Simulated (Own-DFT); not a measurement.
# Biaxial strain at fixed height in diamond-structure GeSn with randomly placed atoms, 64 atoms (Ge56Sn8)

Everything here is calculated. The program is Own-DFT (plane waves, in-house, since retired, never reviewed by a person); positions were held fixed, and spin and spin-orbit coupling were off.

Settings: PBE; PseudoDojo norm-conserving scalar-relativistic files; cutoff 49 hartree; 3 x 3 x 3 k mesh centred on Gamma; Fermi-Dirac smearing of 0.1 eV.

Known weak points: forces on such cells moved up to 12 meV/angstrom on a denser k mesh; stress not checked against mesh or cutoff.

Unstrained cell vectors in Å: (11.524, 0.000, 0.000); (0.000, 11.524, 0.000); (0.000, 0.000, 11.524). The unstrained cell has measured lattice constants (interpolated for alloys), not those of this functional. That, the random moves and any unrelaxed bonds set the pressure at no strain. Each run strains x and y alike by e, as a substrate would, and holds the height along z. All atoms carry random offsets, Gaussian with a width of 0.05 Å per axis. The random placing of the alloy's atoms differs from row to row. Stress is positive in tension.

```
e (%),u (Å),(s_xx + s_yy)/2 (GPa),s_zz (GPa)
-3.00,0.047,-10.88,-9.07
-2.25,0.055,-9.57,-8.32
-2.00,0.057,-8.99,-8.00
-0.75,0.054,-6.70,-6.20
0.75,0.049,-3.88,-4.32
1.50,0.052,-2.99,-3.72
2.00,0.047,-2.01,-3.01
2.25,0.056,-1.61,-2.93
2.50,0.047,?,?
2.75,0.045,-0.85,-2.32
```

## What the rows give

With e as a fraction, the in-plane stress is -5.3 + 174 e - 406 e² GPa (errors 2 and 138, scatter 0.11), and s_zz is -5.3 + 119 e - 337 e² GPa (slope ± 2, scatter 0.14). At e = 0 the first slope is C11 + C12 and the second 2 C12, both with the ions held to the strained lattice and at the cell's own pressure. A free layer would change its height as e changes, and the in-plane slope would drop by 2 C12²/C11 to the biaxial modulus. At fixed height, a misfit of 1 % moves the in-plane stress by about 1.7 GPa and s_zz by 1.2 GPa.

## Withheld run

The question: what are the two stresses at e = 2.50 %?

From the fit: -1.2 and -2.6 GPa. The calculation gave -1.16 and -2.43 GPa.
